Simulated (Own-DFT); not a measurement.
## Calculated data, Si₂₃GeO₄₈ (quartz with substituted atoms, atoms displaced)

All values are calculated (Own-DFT development build). A calculation, not a measurement: plane-wave PBE and HSE06 DFT by an unreviewed code, no spin, of a simulated cell at Gamma alone, so results move with cell size and shape, stress positive in tension, energies less offsets, not probed for a lower state with spin; oxygen file: force components 24 meV/angstrom off all-electron in a glass; k mesh not checked against a denser one; forces and stress are PBE's, HSE06 gives the energy alone, and its difference from PBE has offsets of its own; offsets are fitted by least squares, one for each functional and potential file, so energies compare only between cells with the same atoms and settings and are not formation energies; the far tail of each file's local potential was reset to the Coulomb form; each entry is a single point on an unrelaxed cell, so the pressure reflects the starting lattice, mostly measured values (interpolated for alloys), from which strain is counted, and rises with the displacements; printed positions are rounded, which can move forces by about a meV/angstrom; the program, named Own-DFT, is a retired in-house code; no spin-orbit coupling.

Settings shared by all entries: first functional PBE; second functional HSE06; exact exchange share 0.25; screening 0.11 1/bohr; exchange divergence Gygi-Baldereschi; potential files PseudoDojo norm-conserving, scalar-relativistic, made for PBE, standard set; wave cutoff 48 hartree; occupations fixed; k mesh 1 x 1 x 1 centred on Gamma.

(1) Si₂₃GeO₄₈ (quartz with substituted atoms, atoms displaced)

```xyz
72
Lattice="9.8268 0.0000 0.0000 -4.9134 8.5103 0.0000 0.0000 0.0000 10.8104" Properties=species:S:1:pos:R:3 Si23GeO48
Si     2.3386     0.0590     0.0190
Si    -1.1196     2.0090     3.6727
Si     1.3471     2.1975     1.8364
O      1.3838     1.1939     0.6592
O      2.6918     2.5040     2.4562
O      3.2377     0.5828     4.2546
O     -1.0700     3.1415     4.8104
O      0.3057     1.8216     3.0046
O      0.8101     3.6773     1.1402
Si    -2.6819     8.4492     5.3602
Si     8.6599     1.9245     8.9374
Si     1.2589     2.2219     7.2195
O      1.4253     1.1263     6.1253
O      2.7762     2.5814     7.8328
O      3.2074     0.6459     9.6642
O     -1.0584     3.0604    10.1777
O      0.2083     1.7846     8.2660
O      0.8149     3.6756     6.5926
Ge    -0.1984     4.2572    10.8000
Si     6.2119     6.2463     3.6822
Si    -1.1243     6.5253     1.8078
O     -1.0660     5.4200     0.5470
O      0.3449     6.7229     2.4411
O      0.8412     4.7700     4.2403
O     -3.4621     7.3353     4.7455
O     -2.1707     6.0480     3.0312
O     -1.6328     7.9055     1.2793
Si    -0.0384     4.3109     5.4889
Si     6.2019     6.2651     8.9935
Si    -1.1410     6.5588     7.1601
O     -1.1248     5.4455     6.0063
O      0.3513     6.7243     7.8623
O      0.7352     4.8771     9.6469
O     -3.5323     7.4253    10.2663
O     -2.2144     5.9902     8.4479
O     -1.7155     7.8368     6.6260
Si     7.2866     0.0312     0.0782
Si     3.8127     1.9689     3.5436
Si     6.2222     2.3244     1.7689
O      6.1576     1.2313     0.6164
O      7.6380     2.5417     2.4873
O      8.2098     0.6885     4.2386
O      3.8445     3.0116     4.8645
O      5.3055     1.6927     2.8719
O      5.7557     3.6573     1.0979
Si     2.3121     8.4356     5.4677
Si     3.7584     1.9607     9.0825
Si     6.2201     2.2458     7.2102
O      6.3099     1.1228     6.0983
O      7.6255     2.4619     7.8028
O      8.0830     0.6071     9.6094
O      3.8206     3.1338    10.1927
O      5.1629     1.8124     8.3611
O      5.7318     3.5313     6.5495
Si     4.8238     4.1968     0.0509
Si     1.3024     6.2308     3.5367
Si     3.7437     6.5936     1.7774
O      3.8526     5.3707     0.5706
O      5.2311     6.7485     2.4381
O      5.6404     4.9491     4.2744
O      1.3760     7.4606     4.7736
O      2.7269     5.9794     3.0039
O      3.3092     7.9073     1.2034
Si     4.7728     4.3086     5.4569
Si     1.3331     6.2072     9.0518
Si     3.6823     6.4561     7.2662
O      3.8602     5.3950     6.0797
O      5.2465     6.8227     7.7473
O      5.7142     4.8603     9.6116
O      1.3887     7.4191    10.2164
O      2.7243     6.0467     8.3479
O      3.2094     7.8579     6.6213
```

The calculation gives: PBE energy of cell above offsets -15.814 eV; HSE06 less PBE above offsets -0.202 eV; PBE pressure 10.83 GPa; PBE stress xx -11.56 GPa; PBE stress yy -12.26 GPa; PBE stress zz -8.66 GPa; PBE stress yz 1.5 GPa; PBE stress xz 0.83 GPa; PBE stress xy 0.25 GPa.

Force:
```
element  x (eV/Å)  y (eV/Å)  z (eV/Å)
     Si    -0.408    -2.154     2.522
     Si     -0.88     3.676    -1.514
     Si    -4.981     4.065    -0.867
      O     0.193    -1.993    -1.799
      O       5.3     0.388     2.237
      O     0.233     0.378    -0.747
      O      0.86     1.209     1.078
      O     1.063    -0.755     -0.54
      O     3.384    -3.183     4.315
     Si     4.517      4.46     3.608
     Si    -2.664     3.017     2.117
     Si       3.8      3.03    -0.171
      O    -0.383    -1.907    -2.133
      O    -0.923    -1.211     1.205
      O     0.182    -1.857     0.079
      O     -3.86    -5.792    -3.612
      O     1.068    -1.469     0.779
      O     1.549    -1.322     2.338
     Ge     2.495    -3.459     0.584
     Si     0.019     0.072    -5.119
     Si    -1.303    -2.569     0.288
      O    -5.638     8.031     5.045
      O    -1.685      0.86    -1.853
      O     0.949     2.481    -1.037
      O    -3.019    -0.716     0.918
      O      1.97    -0.319    -1.472
      O    -1.341     2.734    -2.247
     Si    -4.379    -0.594    -2.893
     Si    -2.005     1.441     1.549
     Si     0.982     -4.16     4.584
      O     1.001    -0.898      -0.4
      O     -1.18     0.205    -0.712
      O     3.935     1.706    -4.482
      O     -0.81    -1.594    -1.676
      O     4.619     0.424    -2.992
      O    -2.399     4.652    -2.835
     Si    -3.734     1.506    -1.522
     Si    -0.105     0.009     2.138
     Si     2.511    -0.937      0.72
      O     2.567    -2.972    -1.888
      O      1.22    -0.021     0.229
      O    -2.236    -4.831     3.067
      O     0.877     0.906    -1.356
      O    -3.733    -0.078     2.564
      O     2.062     0.195     2.917
     Si     1.548     5.063    -0.862
     Si    -0.082     4.082    -3.235
     Si    -1.786    -2.333     0.692
      O     0.165    -1.617    -1.201
      O     3.218     0.371     1.873
      O     0.537    -0.855     0.543
      O    -0.194    -0.721     0.421
      O     0.884    -0.772     0.263
      O     -1.65     4.601    -2.166
     Si    -2.572     3.221    -4.936
     Si    -0.499    -0.673     5.294
     Si     2.439    -7.369      2.31
      O    -0.812     2.335     2.121
      O    -0.305     0.022     0.525
      O    -0.647    -2.497     0.843
      O    -2.414    -4.476    -3.278
      O     3.754      0.52    -2.536
      O    -1.402     4.435    -1.466
     Si     0.433    -4.851     -0.46
     Si     -2.17     2.192      1.16
     Si     4.746     2.392    -2.539
      O    -1.594     0.816     0.515
      O    -0.818     -0.69     1.149
      O    -0.868    -0.494     0.864
      O     0.321    -1.147    -0.229
      O    -0.697    -1.941     2.768
      O      0.77    -0.274     0.551
```

(2) Si₂₃GeO₄₈ (quartz with substituted atoms, atoms displaced)

```xyz
72
Lattice="9.8268 0.0000 0.0000 -4.9134 8.5103 0.0000 0.0000 0.0000 10.8104" Properties=species:S:1:pos:R:3 Si23GeO48
Si     2.2195     0.0005     0.0668
Si     8.6080     2.0019     3.5472
Si     1.2828     2.1947     1.7957
O      1.3326     1.0917     0.6015
O      2.8444     2.5455     2.4297
O      3.2476     0.7137     4.2902
O     -1.0653     3.0916     4.7887
O      0.2992     1.7944     2.9056
O      0.7753     3.5679     1.1624
Si     2.3503     0.0315     5.3989
Si     8.6431     1.9444     9.0800
Si     1.3585     2.2287     7.2280
O      1.2674     1.0822     6.1114
O      2.7640     2.5662     7.9308
O      3.2405     0.6146     9.5935
O     -1.0219     3.1303    10.2450
O      0.3744     1.7294     8.2663
O      0.7809     3.6068     6.5875
Si    -0.0840     4.3681    10.7498
Si    -3.6399     6.3497     3.6183
Si    -1.0643     6.5614     1.8039
O     -0.9692     5.3862     0.6053
O      0.3293     6.7143     2.4163
O      0.6843     4.8759     4.2602
O     -3.5283     7.3738     4.7677
O     -2.2286     6.0683     2.8606
O     -1.6000     7.8585     1.1711
Si    -0.1400     4.2674     5.4151
Si    -3.5089     6.2172     9.0421
Si    -1.2376     6.5525     7.1304
O     -1.0004     5.3982     5.9869
O      0.3570     6.7572     7.9109
O      0.7650     4.8669     9.5793
O     -3.5612     7.3506    10.2965
O     -2.1262     6.0045     8.4035
O     -1.6314     7.9519     6.6217
Si     2.2753     8.4740    10.7599
Si     3.8005     2.0093     3.5746
Si     6.2161     2.2889     1.8027
O      6.3982     1.1252     0.6253
O      7.7726     2.4945     2.3596
O      8.2187     0.5752     4.2796
O      3.8464     3.1064     4.7764
O      5.1315     1.7586     2.9903
O      5.7836     3.7003     1.1805
Si     2.2896     8.4527     5.3689
Ge     3.7231     2.0075     9.0288
Si     6.1467     2.2589     7.2490
O      6.2271     1.1117     6.0141
O      7.7206     2.4094     7.8499
O      8.2107     0.6060     9.6707
O      3.8409     3.1343    10.1807
O      5.2715     1.7788     8.3432
O      5.6848     3.5487     6.5301
Si     4.7743     4.2076     0.0094
Si     1.3238     6.2520     3.5922
Si     3.7419     6.4349     1.7972
O      3.7317     5.3273     0.7178
O      5.2478     6.7156     2.5282
O      5.6496     4.8346     4.1970
O      1.4361     7.3960     4.6509
O      2.6841     6.0931     2.9944
O      3.2752     7.9010     1.1094
Si     4.8298     4.2093     5.3475
Si     1.3647     6.2651     9.0461
Si     3.7131     6.5045     7.1950
O      3.8280     5.3902     6.0103
O      5.2419     6.7739     7.8313
O      5.6430     4.8374     9.7371
O      1.3266     7.3927    10.1926
O      2.7638     6.1333     8.3491
O      3.2339     7.9561     6.6028
```

The calculation gives: PBE energy of cell above offsets -15.182 eV; HSE06 less PBE above offsets -0.239 eV; PBE pressure 11.53 GPa; PBE stress xx -10.92 GPa; PBE stress yy -11.53 GPa; PBE stress zz -12.13 GPa; PBE stress yz 1.64 GPa; PBE stress xz 2.58 GPa; PBE stress xy 0.25 GPa.

Force:
```
element  x (eV/Å)  y (eV/Å)  z (eV/Å)
     Si     6.083    -2.025    -2.258
     Si     3.557    -1.114      4.19
     Si     2.671     2.542    -0.828
      O    -2.008     2.903     1.977
      O    -2.931    -0.494    -1.901
      O    -0.256    -1.799     0.067
      O    -0.708    -0.643     -0.99
      O    -1.874    -1.427     2.545
      O     0.047     1.703    -1.325
     Si    -2.462     0.804     1.324
     Si     4.017      3.96    -2.403
     Si     0.003     1.987    -2.114
      O     2.205    -1.565    -1.881
      O     -4.38     3.105    -6.454
      O    -3.467    -7.348     4.513
      O    -0.648     -1.27    -1.603
      O    -4.891    -1.136     5.296
      O     0.281     0.732    -0.472
     Si     0.652    -6.523     2.172
     Si     3.435    -5.224     1.593
     Si    -3.244    -3.751    -0.565
      O    -2.746     4.275     2.696
      O     2.146     0.735     0.927
      O      2.76     2.207    -2.913
      O     0.904     2.013     2.371
      O     1.182    -0.152     0.339
      O    -1.768     3.754    -2.187
     Si     0.808    -4.486     0.768
     Si    -5.696     1.147     1.138
     Si     5.014    -3.061     2.866
      O    -3.223     3.878     2.537
      O    -3.213     0.218    -2.254
      O     2.627     0.881    -1.866
      O     -0.82    -2.745    -2.133
      O     2.282    -0.439    -1.497
      O    -1.038     1.926     -1.55
     Si     3.374     0.585     1.381
     Si    -4.998     2.355     3.095
     Si     0.864    -1.531     0.178
      O    -2.325     2.766     1.812
      O    -3.751     0.771      -2.1
      O     0.161     1.072    -1.374
      O    -0.711    -0.667     -0.43
      O     8.235     -0.73    -4.254
      O    -0.454    -0.362     0.173
     Si     1.325     3.721     2.684
     Ge      4.83    -0.643     0.205
     Si      6.43    -1.816    -4.174
      O     0.225    -0.006      0.22
      O    -1.814     0.572    -0.605
      O    -1.086    -3.088     1.072
      O    -0.501     2.421     3.747
      O    -1.987    -2.076     3.916
      O    -0.098     2.582    -0.387
     Si    -1.667     0.961     3.333
     Si      -4.5    -1.976     1.516
     Si     0.506     3.909      1.85
      O     1.009     -2.41    -1.964
      O    -6.149     1.563    -5.383
      O     2.361     2.332    -1.955
      O     -2.15    -0.753     0.647
      O       5.4    -1.214    -2.526
      O     0.538    -1.849     0.827
     Si    -2.452     1.008     2.309
     Si    -2.319     0.092    -1.124
     Si     3.581     1.483    -2.229
      O     0.417    -0.371     0.125
      O     0.705    -1.031     1.213
      O     3.082     2.951    -3.539
      O    -1.097    -1.542    -0.365
      O    -0.205    -1.576      2.22
      O    -0.078     -1.07    -0.236
```

(3) Si₂₃GeO₄₈ (quartz with substituted atoms, atoms displaced)

```xyz
72
Lattice="9.8268 0.0000 0.0000 -4.9134 8.5103 0.0000 0.0000 0.0000 10.8104" Properties=species:S:1:pos:R:3 Si23GeO48
Si     2.3203     0.0226    10.7901
Si    -1.1325     2.0140     3.5818
Si     1.3881     2.2813     1.8389
O      1.3952     1.0937     0.6514
O      2.7143     2.4861     2.3609
O      3.2141     0.6527     4.1574
O     -1.0960     3.1442     4.6936
O      0.2324     1.7485     2.9999
O      0.7559     3.6256     1.1984
Si     2.2893     0.0138     5.3026
Si     8.6018     1.9006     9.0239
Si     1.3090     2.2013     7.2682
O      1.3613     1.2092     5.9728
O      2.6917     2.5001     7.7783
O      3.3007     0.6281     9.6118
O     -1.1410     3.0941    10.1728
O      0.2222     1.8390     8.3655
O      0.7800     3.6314     6.5995
Si    -0.0477     4.1984     0.0354
Si    -3.4750     6.3019     3.6636
Si    -1.1623     6.5952     1.8001
O     -1.1443     5.4039     0.6527
O      0.2926     6.7667     2.5481
O      0.7834     4.9097     4.2205
O     -3.5849     7.2875     4.7462
O     -2.0465     6.0679     3.0218
O     -1.7577     7.9280     1.2448
Si    -0.2166     4.2434     5.3177
Ge    -3.5799     6.2163     9.0529
Si    -1.2528     6.5276     7.1661
O     -1.0324     5.3570     6.0865
O      0.3018     6.7230     7.9422
O      0.7638     4.8493     9.7565
O     -3.5559     7.3977    10.1070
O     -2.2148     6.0691     8.2751
O     -1.6211     7.8668     6.5162
Si     2.3620     8.4582     0.0028
Si     3.7672     2.0075     3.5322
Si     6.1741     2.2484     1.8589
O      6.3349     1.2407     0.6651
O      7.7678     2.4964     2.4573
O      8.0513     0.6559     4.2351
O      3.8527     3.1217     4.7434
O      5.1571     1.8164     2.9869
O      5.6956     3.6832     1.0669
Si     7.1585     0.0276     5.3926
Si     3.7175     1.9983     8.9274
Si     6.1722     2.2367     7.2171
O      6.3052     1.1427     6.0066
O      7.6964     2.5561     7.7490
O      8.1496     0.6086     9.6246
O      3.8680     3.0970    10.2181
O      5.0905     1.6713     8.2822
O      5.6060     3.7301     6.5478
Si     4.7776     4.2499     0.0564
Si     1.3856     6.2383     3.5584
Si     3.7736     6.4618     1.8249
O      3.8813     5.2981     0.6544
O      5.1940     6.7090     2.3640
O      5.6737     4.9248     4.2338
O      1.4234     7.4142     4.7362
O      2.8096     6.0179     2.9602
O      3.2149     7.8235     1.1977
Si     4.9068     4.2579     5.4171
Si     1.2429     6.2849     9.0237
Si     3.7035     6.4731     7.2262
O      3.8380     5.4177     5.9855
O      5.1571     6.7924     7.7802
O      5.6861     4.8689     9.6101
O      1.3861     7.3733    10.2245
O      2.7518     5.9657     8.3453
O      3.2650     7.9103     6.6179
```

Results for Si₂₃GeO₄₈ (quartz with substituted atoms, atoms displaced): PBE energy of cell above offsets -13.685 eV; HSE06 less PBE above offsets -0.279 eV; PBE pressure 12.5 GPa; PBE stress xx -15.06 GPa; PBE stress yy -10.32 GPa; PBE stress zz -12.1 GPa; PBE stress yz 1.39 GPa; PBE stress xz 1.58 GPa; PBE stress xy -0.26 GPa.

Force:
```
element  x (eV/Å)  y (eV/Å)  z (eV/Å)
     Si     0.282    -1.126    -1.059
     Si    -2.627    -1.873     2.987
     Si    -10.07    -3.011     -3.12
      O    -1.265      2.46     1.275
      O     8.422     1.227       3.8
      O    -0.438    -1.381    -0.006
      O    -1.504    -0.499      0.31
      O     6.465    -0.417    -3.023
      O     2.154     -1.38     2.678
     Si    -0.541     0.244     2.514
     Si     1.396     7.064    -2.188
     Si    -5.309     1.973    -4.147
      O      0.76    -2.029    -0.496
      O     4.834     0.471     2.628
      O    -1.227    -1.559      1.15
      O     0.888     0.099     0.368
      O     0.991    -1.464      0.52
      O    -0.994     0.021    -1.503
     Si    -7.625     0.233     0.017
     Si    -3.597    -5.336    -6.814
     Si     2.408    -3.095    -0.321
      O     1.258    -0.162     0.074
      O    -0.953     0.966    -2.271
      O    -0.031    -0.885     0.108
      O      0.81     6.364     5.379
      O    -0.712    -0.413     0.891
      O    -0.012      1.55    -1.042
     Si     4.543     0.279     3.311
     Ge    -4.229     2.187      -4.3
     Si     4.817     -2.06      0.54
      O    -1.405      1.09    -0.047
      O    -4.823      1.43    -4.053
      O     3.176     2.962    -3.735
      O     0.832     5.883     5.474
      O     5.049    -1.676    -1.601
      O    -1.844     3.594    -2.824
     Si    -1.133     2.448      1.79
     Si    -3.736     2.747     3.416
     Si     3.556     3.189    -1.316
      O     0.917    -3.163    -1.893
      O      -5.1     1.109    -3.332
      O     1.306     0.787    -0.919
      O     0.445    -0.267    -0.633
      O     3.785    -1.053    -1.574
      O     4.748    -4.281     6.265
     Si      4.65    -1.856     1.555
     Si    -1.137     2.451     2.906
     Si     0.864     1.424    -1.294
      O    -2.735     3.174     2.083
      O    -1.255    -1.071     1.157
      O    -1.622    -4.564     1.901
      O    -1.068    -1.879    -2.298
      O     3.002      0.12    -1.467
      O     6.253    -6.227     8.695
     Si    -0.363    -0.399    -6.694
     Si     -1.68     0.978     2.831
     Si     0.536    -0.617    -2.424
      O    -3.617     4.266      2.25
      O     4.706     0.197     2.804
      O     2.216     0.515    -1.889
      O    -1.771    -2.863     -1.51
      O    -0.282    -1.355     0.894
      O     -0.07     0.953     -0.65
     Si    -9.068     3.697    -6.216
     Si     3.783    -3.164     2.391
     Si     1.424     0.662    -2.913
      O     0.272    -0.606     -0.15
      O     1.138     0.218     0.518
      O    -3.035    -7.232     3.421
      O    -0.864    -0.736     -0.55
      O    -3.074    -0.612     2.869
      O    -1.868     1.278      -1.5
```
